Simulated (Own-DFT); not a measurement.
# What random displacements cost in 2H SiC, 32 atoms (C16Si16)

These are calculations, not measurements. They come from Own-DFT, an in-house plane-wave density functional program, since retired, whose code no person has reviewed. Each row is one single-point run on a periodic cell that was not relaxed, without spin or spin-orbit coupling.

Settings of every run: PBE; PseudoDojo norm-conserving scalar-relativistic files; cutoff 42 hartree; 5 x 5 x 3 k mesh centred on Gamma; Fermi-Dirac smearing of 0.1 eV.

Known limits, some of them of some rows only: some atoms lie very close together; forces on such cells passed a denser k mesh, each cell not checked; stress not checked against mesh or cutoff.

Cell vectors in Å: (6.165, 0.000, 0.000); (-3.083, 5.339, 0.000); (0.000, 0.000, 10.068). In each run every atom was moved at random and independently from its ideal site; u is the rms move along one axis. E is the free energy for each atom above the fitted value at u = 0, and F the rms of the force components.

```
run   u (Å)  E (meV/atom)  F (eV/Å)  largest force (eV/Å)  P (GPa)
  1  0.0301          34.2     0.944                  2.88     3.94
  2  0.0309          35.5     0.930                  2.43     4.06
  3  0.0544             ?         ?                     ?        ?
  4  0.0588         113.6     1.605                  4.69     5.84
  5  0.0608         138.6     1.779                  5.73     6.31
  6  0.0910         299.2     2.725                  8.91     9.93
  7  0.1064         457.3     3.484                 12.04    13.46
  8  0.1080         415.3     3.364                 15.81    13.13
```

## Worked fit

For small independent moves the energy grows as E = (3/2) K u², with K the mean stiffness felt by one atom. The runs with u up to 0.11 Å give K = 24.5 ± 0.9 eV/Å², with residuals divided by u² + 0.0006 Å², since the noise grows with the moves. The scatter is 7.0 meV/atom at u = 0.05 Å. The forces follow F = G u with G = 30.3 eV/Å²; no force at u = 0 is resolved. G exceeds K because the moves of its neighbours add to the force on an atom, and stiffness differs between atoms. The pressure follows P = 3.05 + 878 u² GPa: at fixed volume, shortened bonds push harder than stretched ones pull.

## Withheld run

Question: what energy and rms force should run 3 give?

The fit gives 109 ± 9 meV/atom and about 1.65 eV/Å. The calculation gave 106.7 meV/atom and 1.569 eV/Å.
